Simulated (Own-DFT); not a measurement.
# Computed records: SiC (4H silicon carbide, atoms displaced)

Computed with Own-DFT development build. A calculation, not a measurement: plane-wave PBE density functional theory by an unreviewed code, no spin, of a simulated periodic cell, stress positive in tension, free energy of the whole cell less one offset for each atom, forces on such cells passed a denser k mesh, this cell's mesh not checked; offsets are fitted by least squares, one for each functional and potential file, so energies compare only between cells with the same atoms and settings and are not formation energies; the far tail of each file's local potential was reset to the Coulomb form; each entry is a single point on an unrelaxed cell, so the pressure reflects the starting lattice, mostly measured values (interpolated for alloys), from which strain is counted, and rises with the displacements; printed positions are rounded, which can move forces by about a meV/angstrom; the program, named Own-DFT, is a retired in-house code; no spin-orbit coupling.

Settings shared by all entries: functional PBE; potential files PseudoDojo norm-conserving, scalar-relativistic, standard set; wave cutoff 42 hartree; occupations Fermi-Dirac; smearing width 0.1 eV; hardware one NVIDIA H100; k mesh 4 x 4 x 3 centred on Gamma.

(1) SiC (4H silicon carbide, atoms displaced)

```cif
# cell vector a (Å): 9.2481 0.0000 0.0000
# cell vector b (Å): -4.6241 8.0091 0.0000
# cell vector c (Å): 0.0000 0.0000 10.0681
data_SiC
_symmetry_space_group_name_H-M 'P 1'
_symmetry_Int_Tables_number 1
_cell_length_a 9.2481
_cell_length_b 9.2481
_cell_length_c 10.0681
_cell_angle_alpha 90.000
_cell_angle_beta 90.000
_cell_angle_gamma 120.000
_cell_volume 745.73
loop_
_atom_site_label
_atom_site_type_symbol
_atom_site_fract_x
_atom_site_fract_y
_atom_site_fract_z
_atom_site_occupancy
Si1 Si 0.99329 0.00170 0.40535 1
Si2 Si 0.11214 0.22544 0.15945 1
C1 C 0.00158 0.00201 0.09733 1
C2 C 0.11107 0.22332 0.34573 1
Si3 Si 0.00752 0.33876 0.40674 1
Si4 Si 0.10602 0.55989 0.15844 1
C3 C 0.99863 0.33919 0.09578 1
C4 C 0.11272 0.55486 0.34062 1
Si5 Si 0.00414 0.67336 0.40592 1
Si6 Si 0.11495 0.88412 0.15396 1
C5 C 0.00420 0.66625 0.09797 1
C6 C 0.10392 0.88821 0.33786 1
Si7 Si 0.33191 0.99282 0.40875 1
Si8 Si 0.45009 0.22162 0.15723 1
C7 C 0.33189 0.00207 0.09289 1
C8 C 0.44372 0.22722 0.34258 1
Si9 Si 0.33305 0.32946 0.40799 1
Si10 Si 0.44779 0.55985 0.15566 1
C9 C 0.33088 0.33352 0.08685 1
C10 C 0.44670 0.55640 0.33865 1
Si11 Si 0.33761 0.66447 0.40744 1
Si12 Si 0.45212 0.89818 0.15625 1
C11 C 0.33350 0.66774 0.09377 1
C12 C 0.44021 0.88469 0.34247 1
Si13 Si 0.66208 0.99574 0.40722 1
Si14 Si 0.77793 0.22950 0.15640 1
C13 C 0.67098 0.99793 0.09466 1
C14 C 0.77277 0.21958 0.35219 1
Si15 Si 0.66669 0.32875 0.40482 1
Si16 Si 0.78071 0.55762 0.15528 1
C15 C 0.66442 0.33027 0.09690 1
C16 C 0.77257 0.55042 0.33945 1
Si17 Si 0.66865 0.66486 0.40531 1
Si18 Si 0.77688 0.88866 0.15233 1
C17 C 0.67202 0.66577 0.09720 1
C18 C 0.77902 0.89281 0.34255 1
Si19 Si 0.99729 0.99600 0.90561 1
Si20 Si 0.89051 0.77615 0.65900 1
C19 C 0.00575 0.00116 0.59207 1
C20 C 0.88565 0.77412 0.83953 1
Si21 Si 0.00089 0.66250 0.90000 1
Si22 Si 0.89140 0.44388 0.66129 1
C21 C 0.00509 0.67074 0.59185 1
C22 C 0.89474 0.44775 0.84206 1
Si23 Si 0.00013 0.32949 0.91427 1
Si24 Si 0.89508 0.11172 0.65645 1
C23 C 0.00435 0.33883 0.59558 1
C24 C 0.88635 0.11186 0.84630 1
Si25 Si 0.66143 0.99303 0.90614 1
Si26 Si 0.56141 0.77256 0.65964 1
C25 C 0.66358 0.99883 0.59827 1
C26 C 0.55148 0.77106 0.84795 1
Si27 Si 0.65757 0.66168 0.90811 1
Si28 Si 0.55089 0.44281 0.66188 1
C27 C 0.66642 0.66813 0.59371 1
C28 C 0.55439 0.44893 0.84549 1
Si29 Si 0.66338 0.33653 0.90067 1
Si30 Si 0.55919 0.11748 0.65709 1
C29 C 0.66133 0.33261 0.59151 1
C30 C 0.55746 0.11368 0.84321 1
Si31 Si 0.33193 0.99856 0.90491 1
Si32 Si 0.22001 0.77579 0.66040 1
C31 C 0.33605 0.99886 0.58926 1
C32 C 0.22286 0.77758 0.84208 1
Si33 Si 0.33108 0.66950 0.90097 1
Si34 Si 0.22757 0.44481 0.65960 1
C33 C 0.34331 0.67292 0.59445 1
C34 C 0.22101 0.44074 0.84856 1
Si35 Si 0.33212 0.32881 0.91096 1
Si36 Si 0.22492 0.11718 0.66068 1
C35 C 0.33514 0.33524 0.59283 1
C36 C 0.22415 0.11481 0.84115 1
```

```
free energy of cell above offsets : -10.246 eV
pressure                          : 3.81 GPa
stress xx                         : -3.2 GPa
stress yy                         : -2.59 GPa
stress zz                         : -5.65 GPa
stress yz                         : -0.31 GPa
stress xz                         : 0.2 GPa
stress xy                         : 0.86 GPa
wall time                         : 377.7 s
```

Force:
| element | x (eV/Å) | y (eV/Å) | z (eV/Å) |
| --- | --- | --- | --- |
| Si | 1.437 | -0.112 | -0.127 |
| Si | 0.013 | -0.102 | -0.663 |
| C | 0.343 | -0.457 | -1.024 |
| C | 0.2 | 0.137 | 0.052 |
| Si | -1.291 | -0.609 | 0.388 |
| Si | 2.746 | -0.535 | -0.328 |
| C | 0.382 | -0.538 | 0.689 |
| C | -0.251 | 0.723 | 1.379 |
| Si | -0.348 | -1.306 | -0.567 |
| Si | -1.51 | 1.18 | 0.377 |
| C | -1.575 | 0.22 | -2.225 |
| C | 0.975 | 0.535 | 1.281 |
| Si | -1.136 | 1.058 | -1.309 |
| Si | -2.205 | 0.263 | -0.111 |
| C | 1.11 | -0.066 | -0.337 |
| C | 1.015 | -1.681 | 0.387 |
| Si | -0.337 | 1.036 | -0.721 |
| Si | -0.441 | -0.724 | -0.719 |
| C | 0.848 | 0.106 | 2.743 |
| C | 0.068 | -0.516 | 1.469 |
| Si | -0.599 | 0.046 | -0.529 |
| Si | -0.522 | -1.797 | -0.273 |
| C | -0.346 | 0.716 | -0.445 |
| C | 0.475 | 0.434 | 0.231 |
| Si | 0.047 | 0.255 | 0.581 |
| Si | 1.059 | -1.498 | 0.892 |
| C | -1.177 | 1.221 | -0.526 |
| C | 1.462 | 0.085 | -1.505 |
| Si | -1.286 | 0.989 | 0.377 |
| Si | 0.168 | -0.605 | 0.318 |
| C | 0.092 | 1.258 | -1.694 |
| C | 1.089 | 0.641 | 1.267 |
| Si | -0.416 | 0.286 | -0.316 |
| Si | 1.104 | 0.045 | 1.113 |
| C | -0.945 | 0.231 | -1.19 |
| C | -0.61 | -1.007 | 0.087 |
| Si | -0.107 | 0.64 | 0.425 |
| Si | -0.217 | 0.411 | -1.618 |
| C | -0.579 | -0.186 | 0.518 |
| C | 0.036 | -0.073 | 1.721 |
| Si | -0.638 | 0.918 | 1.499 |
| Si | -0.557 | 0.218 | -2.039 |
| C | -0.49 | -0.886 | 0.627 |
| C | -0.619 | -1.263 | 1.154 |
| Si | -0.295 | 0.466 | -1.401 |
| Si | -1.141 | 0.139 | -0.096 |
| C | 0.487 | -0.525 | -0.146 |
| C | 0.503 | -0.688 | -0.077 |
| Si | 0.33 | 1.102 | 0.016 |
| Si | -1.542 | 1.605 | -0.27 |
| C | 1.152 | 0.069 | -0.294 |
| C | -0.099 | 0.728 | -0.691 |
| Si | 1.474 | 1.003 | 0.605 |
| Si | 0.75 | 0.575 | -1.591 |
| C | 1.354 | -0.885 | -0.038 |
| C | -0.01 | -1.255 | 0.112 |
| Si | 1.237 | -0.24 | 1.266 |
| Si | -0.077 | -1.387 | -0.613 |
| C | 0.787 | 0.94 | 0.999 |
| C | -0.412 | -0.435 | 0.423 |
| Si | 0.106 | 0.734 | -0.022 |
| Si | 1.099 | 0.875 | -1.927 |
| C | -0.658 | 0.314 | 1.992 |
| C | -0.527 | 0.364 | 0.507 |
| Si | 0.629 | -1.445 | 1.861 |
| Si | -0.927 | 0.501 | -0.213 |
| C | -0.755 | -1.184 | 0.49 |
| C | 0.02 | 0.368 | -0.467 |
| Si | -0.583 | 0.827 | -1.427 |
| Si | 0.72 | -1.06 | -2.002 |
| C | -0.074 | -0.149 | 0.54 |
| C | -0.013 | -1.05 | 1.157 |

(2) SiC (4H silicon carbide, atoms displaced)

```cif
# cell vector a (Å): 9.2481 0.0000 0.0000
# cell vector b (Å): -4.6241 8.0091 0.0000
# cell vector c (Å): 0.0000 0.0000 10.0681
data_SiC
_symmetry_space_group_name_H-M 'P 1'
_symmetry_Int_Tables_number 1
_cell_length_a 9.2481
_cell_length_b 9.2481
_cell_length_c 10.0681
_cell_angle_alpha 90.000
_cell_angle_beta 90.000
_cell_angle_gamma 120.000
_cell_volume 745.73
loop_
_atom_site_label
_atom_site_type_symbol
_atom_site_fract_x
_atom_site_fract_y
_atom_site_fract_z
_atom_site_occupancy
Si1 Si 0.99972 0.00541 0.40748 1
Si2 Si 0.11343 0.22391 0.15815 1
C1 C 0.00166 0.00070 0.09471 1
C2 C 0.10926 0.21844 0.34692 1
Si3 Si 0.00017 0.33752 0.40381 1
Si4 Si 0.10912 0.55320 0.15268 1
C3 C 0.99006 0.32839 0.09176 1
C4 C 0.10973 0.55424 0.34700 1
Si5 Si 0.99360 0.67014 0.40714 1
Si6 Si 0.10233 0.88270 0.15527 1
C5 C 0.00093 0.66901 0.09233 1
C6 C 0.11029 0.89235 0.34658 1
Si7 Si 0.33415 0.99851 0.40564 1
Si8 Si 0.44408 0.22034 0.15311 1
C7 C 0.32572 0.99735 0.09525 1
C8 C 0.43951 0.21592 0.34433 1
Si9 Si 0.33643 0.34135 0.40309 1
Si10 Si 0.44966 0.56036 0.15799 1
C9 C 0.32502 0.33161 0.09106 1
C10 C 0.44523 0.55830 0.34180 1
Si11 Si 0.33007 0.66461 0.40369 1
Si12 Si 0.45247 0.89347 0.15393 1
C11 C 0.33877 0.66784 0.09187 1
C12 C 0.44601 0.89448 0.34538 1
Si13 Si 0.66376 0.99682 0.40160 1
Si14 Si 0.78294 0.22473 0.15623 1
C13 C 0.66420 0.99675 0.08834 1
C14 C 0.77731 0.22295 0.33799 1
Si15 Si 0.66387 0.33172 0.41069 1
Si16 Si 0.77448 0.55345 0.15700 1
C15 C 0.66961 0.33372 0.09327 1
C16 C 0.78041 0.55160 0.34497 1
Si17 Si 0.67003 0.66849 0.40275 1
Si18 Si 0.77711 0.89316 0.15289 1
C17 C 0.66321 0.66677 0.09298 1
C18 C 0.77870 0.88943 0.33789 1
Si19 Si 0.99734 0.00091 0.90518 1
Si20 Si 0.89324 0.78131 0.66099 1
C19 C 0.00338 0.00263 0.59595 1
C20 C 0.89437 0.77728 0.84001 1
Si21 Si 0.00424 0.67076 0.90600 1
Si22 Si 0.88189 0.44191 0.66040 1
C21 C 0.99874 0.66121 0.59274 1
C22 C 0.88371 0.44064 0.84097 1
Si23 Si 0.00169 0.33488 0.90637 1
Si24 Si 0.88861 0.11011 0.65505 1
C23 C 0.00361 0.33507 0.59017 1
C24 C 0.88706 0.10640 0.84205 1
Si25 Si 0.66195 0.99660 0.90785 1
Si26 Si 0.55298 0.77361 0.65791 1
C25 C 0.66787 0.00175 0.59472 1
C26 C 0.56147 0.78059 0.84653 1
Si27 Si 0.67049 0.67383 0.90239 1
Si28 Si 0.55749 0.44709 0.65565 1
C27 C 0.66487 0.66140 0.59182 1
C28 C 0.55687 0.44994 0.84461 1
Si29 Si 0.66761 0.33670 0.90433 1
Si30 Si 0.55459 0.10523 0.65592 1
C29 C 0.66487 0.33271 0.59514 1
C30 C 0.55327 0.11100 0.84563 1
Si31 Si 0.33398 0.00059 0.90269 1
Si32 Si 0.22227 0.77478 0.65431 1
C31 C 0.33416 0.00541 0.59921 1
C32 C 0.22059 0.77501 0.84530 1
Si33 Si 0.32999 0.66127 0.91185 1
Si34 Si 0.21531 0.44432 0.65838 1
C33 C 0.33290 0.66826 0.58724 1
C34 C 0.22232 0.44462 0.83777 1
Si35 Si 0.33517 0.32903 0.90395 1
Si36 Si 0.22652 0.11155 0.65331 1
C35 C 0.34022 0.33396 0.59671 1
C36 C 0.21984 0.11100 0.84658 1
```

```
free energy of cell above offsets : -10.712 eV
pressure                          : 3.7 GPa
stress xx                         : -3.44 GPa
stress yy                         : -2.87 GPa
stress zz                         : -4.8 GPa
stress yz                         : 0.32 GPa
stress xz                         : 0.03 GPa
stress xy                         : -0.57 GPa
wall time                         : 364.2 s
```

Force:
| element | x (eV/Å) | y (eV/Å) | z (eV/Å) |
| --- | --- | --- | --- |
| Si | 0.445 | -1.167 | 0.168 |
| Si | -0.836 | -0.679 | -0.112 |
| C | -0.918 | -0.055 | -0.524 |
| C | -0.237 | 1.884 | -0.652 |
| Si | 0.13 | -1.076 | 0.346 |
| Si | 0.186 | 0.446 | 0.859 |
| C | 2.333 | 1.157 | -0.08 |
| C | -0.511 | 0.889 | -1.35 |
| Si | 1.78 | -0.158 | 0.15 |
| Si | 0.866 | 1.307 | 0.792 |
| C | -0.326 | -1.141 | 0.032 |
| C | -0.091 | -0.606 | -0.32 |
| Si | -1.02 | 0.289 | 0.641 |
| Si | -0.509 | -0.001 | 0.479 |
| C | 1.209 | -0.063 | -0.688 |
| C | 0.128 | 1.585 | -0.257 |
| Si | 0.415 | -1.732 | 1.071 |
| Si | -0.729 | -1.237 | -0.994 |
| C | 1.658 | 0.985 | 0.387 |
| C | 0.279 | 0.323 | 0.259 |
| Si | 0.148 | 0.812 | -0.177 |
| Si | -2.119 | -0.561 | 0.399 |
| C | -0.888 | -0.202 | 1.216 |
| C | 0.328 | -1.457 | -0.824 |
| Si | 0.585 | 0.896 | 0.868 |
| Si | -1.875 | -1.025 | -0.474 |
| C | 0.439 | 1.276 | 1.142 |
| C | 0.075 | -0.233 | 1.565 |
| Si | 0.147 | -0.481 | -1.064 |
| Si | 0.322 | 0.297 | -0.37 |
| C | -0.577 | -0.177 | -0.282 |
| C | -1.529 | 0.201 | -0.348 |
| Si | -0.074 | -0.238 | 0.414 |
| Si | 0.83 | -0.699 | -0.1 |
| C | 1.189 | 0.506 | -0.231 |
| C | -0.237 | 0.095 | 1.034 |
| Si | 0.805 | -0.16 | 0.302 |
| Si | -0.046 | -0.71 | -2.095 |
| C | -0.3 | -0.382 | -0.509 |
| C | -0.884 | 0.441 | 1.675 |
| Si | -0.361 | -1.126 | -0.22 |
| Si | 1.232 | 0.052 | -1.612 |
| C | -0.587 | 0.834 | 0.538 |
| C | 0.844 | 0.867 | 1.344 |
| Si | -0.381 | -0.828 | -0.881 |
| Si | 0.174 | 0.547 | 0.035 |
| C | -1.431 | -0.639 | 0.6 |
| C | -0.757 | 0.852 | 0.512 |
| Si | 0.418 | 1.054 | -1.228 |
| Si | 0.204 | 0.46 | -0.634 |
| C | 0.289 | -0.947 | -0.822 |
| C | -1.57 | -0.674 | -0.677 |
| Si | 0.699 | -1.084 | 0.842 |
| Si | 0.04 | -0.628 | 0.399 |
| C | 0.193 | 1.616 | 0.074 |
| C | 0.383 | -0.314 | -0.121 |
| Si | -0.34 | -0.449 | 0.427 |
| Si | -0.431 | 1.137 | 0.47 |
| C | 0.19 | -0.549 | 0.175 |
| C | 0.515 | 0.127 | -0.315 |
| Si | -0.668 | -0.397 | 1.049 |
| Si | -0.49 | 0.393 | 0.215 |
| C | 1.086 | -1.808 | -1.392 |
| C | 0.851 | 0.216 | -0.417 |
| Si | 0.525 | 0.691 | -1.763 |
| Si | 1.708 | 0.196 | -1.674 |
| C | 0.377 | -0.377 | 1.296 |
| C | -0.017 | -0.165 | 2.15 |
| Si | -0.958 | 0.91 | 0.056 |
| Si | -1.133 | 0.819 | 1.129 |
| C | -1.65 | 0.414 | -0.928 |
| C | 0.451 | -0.35 | -0.975 |
